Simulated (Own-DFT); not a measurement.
# Two functionals across a range of volumes: L1_0 TiAl, 32 atoms (Al16Ti16)

Source: density functional calculations with Own-DFT, an unreviewed in-house program that is no longer used. Nothing was measured or relaxed, and spin and spin-orbit coupling are left out.

Known weak points: forces on such cells failed a check on a denser k mesh; stress not checked against mesh or cutoff.

Each geometry was run with PBE and with PBEsol, otherwise alike: PseudoDojo norm-conserving scalar-relativistic files made for PBE; cutoff 42 hartree; 4 x 4 x 4 k mesh centred on Gamma; cold (Marzari-Vanderbilt) smearing of 0.2 eV. Unstrained cell vectors in Å: (5.622, 5.622, 0.000); (-5.622, 5.622, 0.000); (0.000, 0.000, 8.133). Each has a uniform strain, of which the change of volume is shown, and random moves of rms u per axis.

```
run,volume change (%),u (Å),P with PBE (GPa),P with PBEsol (GPa)
1,0.95,0.0539,0.84,-1.96
2,0.53,0.0483,1.14,-1.68
3,0.67,0.0468,1.21,-1.61
4,2.68,0.0480,-1.10,-3.83
5,-2.14,0.0531,4.67,1.73
6,-1.68,0.0532,4.03,1.11
7,-0.11,0.0505,2.01,-0.85
8,-1.12,0.0452,3.21,0.32
9,-2.76,0.0443,5.30,2.32
10,-0.89,0.0432,2.77,-0.11
11,-3.21,0.0481,6.12,3.13
12,-0.66,0.0537,2.71,?
```

Q: by how much does PBEsol shrink this cell, and what belongs in the blank?

## Solution

Write v for the change of volume as a fraction. Fitted to v and u², the PBE pressure has a slope of -122 ± 3 GPa in v, with the ions held to the strained lattice. The difference PBEsol less PBE is -2.85 + 4.5 v GPa (slope ± 0.1) and averages -2.88 GPa. Divided by the mean slope of the two, 120 GPa, that makes PBEsol's volume at a given pressure, near 1 GPa, about 2.4 % smaller, or 0.80 % in lengths. At one volume PBEsol's slope is the smaller by 4 GPa, but its pressure there is lower too. If stiffness rises by about 4 GPa for each GPa, PBEsol at equal pressure is stiffer by about 7 GPa. Files made for PBEsol would give a different shift.

For run 12 the line gives -0.17 GPa. The run itself gave -0.16 GPa.
